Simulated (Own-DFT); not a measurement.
# Computed records: Si$_{3}$N$_{4}$ (beta silicon nitride, atoms displaced)

Computed with Own-DFT development build. A calculation, not a measurement: plane-wave PBE density functional theory by an unreviewed code, no spin, of a simulated periodic cell, stress positive in tension, free energy of the whole cell less one offset for each atom, forces on such cells passed a denser k mesh, this cell's mesh not checked; offsets are fitted by least squares, one for each functional and potential file, so energies compare only between cells with the same atoms and settings and are not formation energies; the far tail of each file's local potential was reset to the Coulomb form; each entry is a single point on an unrelaxed cell, so the pressure reflects the starting lattice, mostly measured values (interpolated for alloys), from which strain is counted, and rises with the displacements; printed positions are rounded, which can move forces by about a meV/angstrom; the program, named Own-DFT, is a retired in-house code; no spin-orbit coupling.

Common to all runs: functional PBE; potential files PseudoDojo norm-conserving, scalar-relativistic, standard set; wave cutoff 42 hartree; occupations Fermi-Dirac; smearing width 0.1 eV; k mesh 3 x 3 x 3 centred on Gamma.

(1) Si$_{3}$N$_{4}$ (beta silicon nitride, atoms displaced)

```
Si3N4
1.0
      7.6060     0.0000     0.0000
     -3.8030     6.5870     0.0000
      0.0000     0.0000     8.7270
Si N Si N Si N
6 8 6 8 6 8
Direct
  0.17144 0.76671 0.07893
  0.23557 0.40021 0.08483
  0.59326 0.82938 0.08561
  0.82671 0.23370 0.24966
  0.76806 0.59531 0.25415
  0.40260 0.17214 0.25081
  0.33231 0.02991 0.08193
  0.97001 0.30455 0.08650
  0.70009 0.66710 0.08041
  0.67068 0.97349 0.25116
  0.03632 0.69636 0.25312
  0.30315 0.33155 0.24708
  0.33641 0.67106 0.08180
  0.66555 0.33376 0.25180
  0.17002 0.77123 0.41814
  0.23536 0.40888 0.41766
  0.59878 0.82578 0.41492
  0.83035 0.23364 0.58353
  0.77033 0.59838 0.58428
  0.40156 0.17005 0.58622
  0.33331 0.03385 0.41563
  0.96397 0.29980 0.41731
  0.69548 0.66631 0.41603
  0.66981 0.96481 0.58253
  0.02943 0.70143 0.58129
  0.29963 0.33220 0.58586
  0.33248 0.66785 0.41598
  0.67063 0.33455 0.58502
  0.17249 0.76815 0.74884
  0.23213 0.39836 0.74730
  0.60137 0.82962 0.75195
  0.82091 0.22690 0.91801
  0.77562 0.60814 0.91126
  0.39745 0.16932 0.91538
  0.33196 0.03226 0.75245
  0.96278 0.29918 0.75109
  0.70328 0.66841 0.74971
  0.66644 0.96785 0.91895
  0.02428 0.69649 0.92065
  0.30439 0.33261 0.91692
  0.33339 0.67056 0.75002
  0.66668 0.33467 0.92201
```

The calculation gives: free energy of cell above offsets -6.724 eV; pressure 5.72 GPa; stress xx -4.47 GPa; stress yy -3.09 GPa; stress zz -9.61 GPa; stress yz -0.09 GPa; stress xz -0.14 GPa; stress xy 1.03 GPa.

Force:
| element | x (eV/Å) | y (eV/Å) | z (eV/Å) |
| --- | --- | --- | --- |
| Si | 1.101 | 0.009 | 1.843 |
| Si | -2.013 | 2.022 | -0.907 |
| Si | 0.646 | -1.055 | 0.004 |
| Si | -0.809 | 0.379 | 0.278 |
| Si | 1.008 | -0.692 | -2.005 |
| Si | 1.257 | 0.657 | -0.845 |
| N | -0.602 | -0.518 | 0.341 |
| N | 1.004 | -0.205 | -0.985 |
| N | -0.814 | 1.154 | 1.108 |
| N | 0.253 | -0.423 | -0.075 |
| N | -1.875 | -0.134 | -0.994 |
| N | -0.046 | -0.28 | 1.738 |
| N | -0.245 | -1.428 | 0.036 |
| N | -0.155 | -0.097 | 0.102 |
| Si | 2.04 | -0.024 | -0.596 |
| Si | -1.231 | 0.066 | -0.701 |
| Si | -1.699 | 0.071 | 0.298 |
| Si | -1.384 | -0.946 | 0.013 |
| Si | 0.195 | -1.676 | -0.687 |
| Si | 1.409 | 1.487 | -0.779 |
| N | -0.545 | -0.78 | 1.009 |
| N | 2.188 | 0.665 | -0.15 |
| N | 0.367 | 0.133 | 0.662 |
| N | 0.333 | 1.148 | 0.262 |
| N | -0.227 | 0.353 | 0.895 |
| N | 1.051 | -0.966 | -1.364 |
| N | 0.322 | 0.288 | 0.144 |
| N | -1.268 | -0.098 | 0 |
| Si | 0.537 | -0.352 | 0.69 |
| Si | -2.329 | 2.11 | 1.941 |
| Si | -1.364 | -0.933 | -0.48 |
| Si | -0.65 | 1.437 | 0.543 |
| Si | -0.37 | -3.718 | 2.465 |
| Si | 2.274 | 1.885 | 1.225 |
| N | -0.602 | -1.357 | -0.867 |
| N | 2.044 | 0.388 | 0.223 |
| N | -1.382 | 1.251 | -0.861 |
| N | 0.488 | 0.31 | -0.362 |
| N | 1.576 | 1.195 | -1.981 |
| N | -0.662 | -0.293 | -0.538 |
| N | 0.846 | -1.082 | -0.041 |
| N | -0.667 | 0.05 | -0.602 |

(2) Si$_{3}$N$_{4}$ (beta silicon nitride, atoms displaced)

```
Si3N4
1.0
      7.6060     0.0000     0.0000
     -3.8030     6.5870     0.0000
      0.0000     0.0000     8.7270
Si N Si N Si N
6 8 6 8 6 8
Direct
  0.17501 0.77043 0.08027
  0.22852 0.40876 0.08361
  0.59853 0.83246 0.08222
  0.82423 0.22831 0.25162
  0.76733 0.59525 0.25034
  0.40422 0.17428 0.24656
  0.33248 0.03155 0.08712
  0.97217 0.30029 0.08550
  0.70315 0.67132 0.08309
  0.67385 0.97034 0.24813
  0.03102 0.69816 0.24894
  0.30122 0.33240 0.25117
  0.33822 0.66487 0.08746
  0.67175 0.33472 0.25278
  0.17214 0.76454 0.41552
  0.23725 0.40885 0.41973
  0.59943 0.82854 0.41364
  0.82485 0.23135 0.58182
  0.76626 0.59405 0.58564
  0.39723 0.16956 0.58045
  0.33564 0.03545 0.42191
  0.96826 0.30109 0.41849
  0.69655 0.66886 0.41299
  0.67013 0.97346 0.58381
  0.02886 0.69818 0.58266
  0.30286 0.33595 0.57936
  0.33209 0.66372 0.41752
  0.66618 0.33592 0.58490
  0.17615 0.77252 0.74948
  0.23757 0.40339 0.74619
  0.59261 0.82550 0.74980
  0.82225 0.22554 0.91749
  0.77101 0.59742 0.91380
  0.40869 0.17817 0.91565
  0.33788 0.03373 0.74998
  0.96832 0.29628 0.74934
  0.70112 0.66853 0.75197
  0.66379 0.96731 0.91396
  0.03357 0.69485 0.91421
  0.29940 0.33530 0.91408
  0.33332 0.66505 0.75148
  0.66914 0.33346 0.91466
```

The calculation gives: free energy of cell above offsets -7.228 eV; pressure 5.57 GPa; stress xx -3.24 GPa; stress yy -6.19 GPa; stress zz -7.29 GPa; stress yz -0.82 GPa; stress xz -0.06 GPa; stress xy 0.75 GPa.

Force:
| element | x (eV/Å) | y (eV/Å) | z (eV/Å) |
| --- | --- | --- | --- |
| Si | 0.91 | -0.82 | 0.891 |
| Si | 1.235 | -0.339 | 0.093 |
| Si | 0.099 | -1.829 | -0.046 |
| Si | 0.433 | 1.283 | 0.096 |
| Si | 0.777 | -0.546 | -0.48 |
| Si | 0.654 | 1.147 | 2.065 |
| N | -0.151 | -0.323 | -1.873 |
| N | -1.067 | -0.813 | -0.495 |
| N | -0.174 | 0.445 | -0.518 |
| N | -0.152 | 0.059 | 0.154 |
| N | -0.218 | 0.334 | -0.225 |
| N | 0.05 | -0.274 | -0.407 |
| N | -1.202 | 1.543 | -0.293 |
| N | -1.203 | -0.436 | -0.375 |
| Si | 0.406 | 0.633 | 0.248 |
| Si | -1.605 | -0.29 | -1.815 |
| Si | -1.279 | -0.389 | 0.966 |
| Si | -0.462 | 0.85 | 0.815 |
| Si | 0.349 | -0.37 | -1.056 |
| Si | 1.649 | 2.131 | 1.465 |
| N | -0.394 | -2.211 | -2.696 |
| N | 1.029 | 0.146 | -0.519 |
| N | 0.524 | 0.038 | 1.239 |
| N | 0.177 | -1.315 | -0.484 |
| N | -0.067 | 0.465 | 0.22 |
| N | 1.159 | -1.061 | 1.132 |
| N | 0.352 | 1.486 | -0.042 |
| N | -0.51 | -0.694 | -0.105 |
| Si | 0.753 | -0.8 | -0.56 |
| Si | -2.437 | 0.735 | 0.606 |
| Si | -0.087 | -0.35 | -0.715 |
| Si | 0.66 | 1.385 | -0.504 |
| Si | 0.568 | -0.915 | 1.324 |
| Si | -0.185 | 0.327 | 0.454 |
| N | -0.721 | -0.485 | 0.075 |
| N | 0.697 | 0.093 | 0.176 |
| N | -0.949 | 0.896 | -0.64 |
| N | 0.256 | 0.359 | 0.669 |
| N | -0.675 | 0.416 | 0.258 |
| N | 1.264 | -1.046 | 0.86 |
| N | -0.127 | 0.243 | -0.288 |
| N | -0.337 | 0.291 | 0.331 |

(3) Si$_{3}$N$_{4}$ (beta silicon nitride, atoms displaced)

```
Si3N4
1.0
      7.6060     0.0000     0.0000
     -3.8030     6.5870     0.0000
      0.0000     0.0000     8.7270
Si N Si N Si N
6 8 6 8 6 8
Direct
  0.17403 0.76753 0.08424
  0.23214 0.40534 0.08561
  0.59919 0.82740 0.08452
  0.83249 0.23176 0.24982
  0.76627 0.60071 0.25170
  0.40370 0.17269 0.25006
  0.33053 0.03045 0.08172
  0.97257 0.31140 0.08303
  0.70022 0.66455 0.08439
  0.66340 0.96590 0.24840
  0.04133 0.70545 0.24944
  0.30325 0.33366 0.24990
  0.33389 0.66786 0.08502
  0.66436 0.33200 0.25019
  0.17409 0.76640 0.42176
  0.22353 0.39825 0.41134
  0.59426 0.82696 0.41782
  0.82456 0.22903 0.58848
  0.76573 0.59494 0.58310
  0.40319 0.17185 0.58542
  0.33077 0.03303 0.41901
  0.97023 0.29778 0.41584
  0.69891 0.66821 0.41766
  0.66792 0.97468 0.58522
  0.03192 0.69857 0.58186
  0.30103 0.32959 0.58382
  0.33197 0.66885 0.41438
  0.66452 0.33791 0.58377
  0.17575 0.77519 0.74887
  0.22672 0.40250 0.75313
  0.59358 0.82490 0.75097
  0.82485 0.22364 0.91511
  0.76640 0.59283 0.91825
  0.40711 0.17501 0.91508
  0.33406 0.03088 0.74841
  0.96485 0.29663 0.74779
  0.70001 0.67105 0.74952
  0.66807 0.96754 0.91177
  0.04008 0.70285 0.92182
  0.30255 0.33053 0.92311
  0.33158 0.66860 0.75072
  0.66754 0.32833 0.91660
```

The calculation gives: free energy of cell above offsets -6.945 eV; pressure 5.75 GPa; stress xx -4.57 GPa; stress yy -4.54 GPa; stress zz -8.14 GPa; stress yz -0.87 GPa; stress xz 0.19 GPa; stress xy 0 GPa.

Force:
| element | x (eV/Å) | y (eV/Å) | z (eV/Å) |
| --- | --- | --- | --- |
| Si | 1.355 | 0.802 | 0.489 |
| Si | -0.234 | 1.241 | -0.139 |
| Si | -1.236 | -1.154 | -0.866 |
| Si | -2.428 | 0.037 | -0.251 |
| Si | 2.789 | -1.76 | 0.022 |
| Si | 0.771 | 0.013 | -0.059 |
| N | -0.077 | 0.113 | 0.168 |
| N | 0.224 | -1.112 | -0.422 |
| N | -1.137 | 1.193 | -0.431 |
| N | 0.9 | 1.329 | 0.533 |
| N | -2.613 | -0.983 | 1.187 |
| N | 0.029 | -0.535 | -0.156 |
| N | 1.142 | -0.171 | -0.178 |
| N | 0.814 | 0.701 | 0.104 |
| Si | 0.33 | 1.058 | -1.806 |
| Si | 1.345 | 1.9 | 1.886 |
| Si | -0.762 | -0.371 | 0.049 |
| Si | -1.463 | 1.212 | -2.119 |
| Si | 0.837 | -0.309 | 0.238 |
| Si | 0.399 | 1.177 | -0.955 |
| N | -0.167 | -0.817 | -0.203 |
| N | -0.88 | -0.658 | 0.786 |
| N | -0.798 | 1.06 | 0.142 |
| N | 0.251 | -1.423 | -0.312 |
| N | -1.288 | -0.28 | 1.224 |
| N | -1.114 | 0.293 | 0.106 |
| N | 1.136 | -1.122 | 0.383 |
| N | 1.158 | -0.965 | 0.161 |
| Si | 0.363 | -1.334 | 0.764 |
| Si | 0.735 | 0.896 | -0.579 |
| Si | -0.724 | -0.61 | -0.967 |
| Si | -0.665 | 1.403 | 0.658 |
| Si | 1.739 | -0.494 | -0.544 |
| Si | 0.406 | -0.312 | 0.784 |
| N | -0.359 | 0.277 | 0.64 |
| N | 1.272 | 0.4 | 1.349 |
| N | 0.327 | 0.04 | 0.514 |
| N | 0.489 | -0.082 | 1.776 |
| N | -2.547 | -0.858 | -2.142 |
| N | -0.515 | 0.007 | -1.576 |
| N | 0.367 | -0.633 | -0.075 |
| N | -0.171 | 0.832 | -0.183 |

(4) Si$_{3}$N$_{4}$ (beta silicon nitride, atoms displaced)

```
Si3N4
1.0
      7.6060     0.0000     0.0000
     -3.8030     6.5870     0.0000
      0.0000     0.0000     8.7270
Si N Si N Si N
6 8 6 8 6 8
Direct
  0.17615 0.77173 0.08372
  0.23031 0.40730 0.08478
  0.59375 0.82529 0.08571
  0.82965 0.23220 0.24644
  0.76956 0.59490 0.25185
  0.40306 0.17450 0.25184
  0.32953 0.03243 0.07945
  0.96683 0.30214 0.07980
  0.69862 0.66736 0.08429
  0.67246 0.97037 0.25056
  0.03309 0.69842 0.25177
  0.29865 0.33361 0.25057
  0.32883 0.66438 0.08905
  0.66411 0.33534 0.25241
  0.17295 0.76982 0.41597
  0.22917 0.40677 0.41373
  0.59957 0.83100 0.41909
  0.82503 0.22485 0.58047
  0.77157 0.59684 0.57984
  0.40743 0.17738 0.58497
  0.33468 0.03053 0.41548
  0.96603 0.29535 0.41542
  0.69636 0.66895 0.41670
  0.67161 0.97052 0.58485
  0.03698 0.70146 0.58279
  0.29847 0.33018 0.58123
  0.33221 0.66194 0.41587
  0.66892 0.33569 0.58116
  0.17308 0.76996 0.75624
  0.23335 0.40715 0.75007
  0.59509 0.83311 0.74830
  0.82657 0.23045 0.91572
  0.76766 0.59885 0.91949
  0.40544 0.17512 0.91963
  0.33063 0.02569 0.74704
  0.97028 0.30152 0.74708
  0.70019 0.66583 0.74322
  0.66794 0.96722 0.91531
  0.03529 0.69693 0.91501
  0.30138 0.33718 0.91918
  0.33261 0.66801 0.74891
  0.67159 0.33369 0.92111
```

The calculation gives: free energy of cell above offsets -7.279 eV; pressure 5.56 GPa; stress xx -2.94 GPa; stress yy -6.07 GPa; stress zz -7.66 GPa; stress yz 0.54 GPa; stress xz 0.86 GPa; stress xy 0.07 GPa.

Force:
| element | x (eV/Å) | y (eV/Å) | z (eV/Å) |
| --- | --- | --- | --- |
| Si | 0.065 | -0.55 | 0.025 |
| Si | -0.265 | -0.011 | -0.128 |
| Si | -0.514 | -0.436 | -0.425 |
| Si | -1.611 | 0.229 | 0.569 |
| Si | 0.021 | -0.283 | -0.028 |
| Si | 0.346 | 0.501 | -0.48 |
| N | -0.162 | -0.437 | 1.638 |
| N | 1.061 | 0.075 | 0.57 |
| N | -0.331 | 0.705 | 0.329 |
| N | 0.039 | 0.19 | -0.16 |
| N | -1.017 | 0 | -0.822 |
| N | 0.568 | -0.869 | -0.522 |
| N | 0.723 | 1.042 | -0.309 |
| N | 0.869 | -0.513 | -0.244 |
| Si | 1.596 | -0.164 | 0.735 |
| Si | 0.127 | -0.188 | 1.103 |
| Si | -1.195 | -1.503 | -0.633 |
| Si | -0.812 | 2.053 | 0.591 |
| Si | 0.926 | -0.549 | 0.269 |
| Si | 0.257 | -0.063 | -0.653 |
| N | -0.298 | 0.013 | 0.34 |
| N | 0.575 | 0.171 | -0.452 |
| N | 0.546 | 0.315 | -0.298 |
| N | -0.034 | -0.109 | -0.636 |
| N | -1.239 | -0.244 | 0.364 |
| N | 0.034 | -0.225 | 0.276 |
| N | -0.136 | 1.904 | 0.058 |
| N | 0.338 | -0.635 | 0.124 |
| Si | 1.1 | -0.559 | -2.608 |
| Si | -0.348 | 0.454 | -0.504 |
| Si | 0.32 | -2.53 | 0.442 |
| Si | -0.296 | 0.154 | -0.863 |
| Si | 1.058 | -1.089 | -1.722 |
| Si | 0.475 | 0.946 | -1.755 |
| N | -0.163 | 1.771 | 1.273 |
| N | 0.151 | -0.418 | 0.39 |
| N | -1.029 | 1.14 | 1.856 |
| N | 0.236 | 0.436 | 0.833 |
| N | -1.973 | -0.308 | 1.852 |
| N | 0.879 | -0.864 | -0.382 |
| N | 0.508 | 0.214 | 0.239 |
| N | -1.395 | 0.236 | -0.251 |
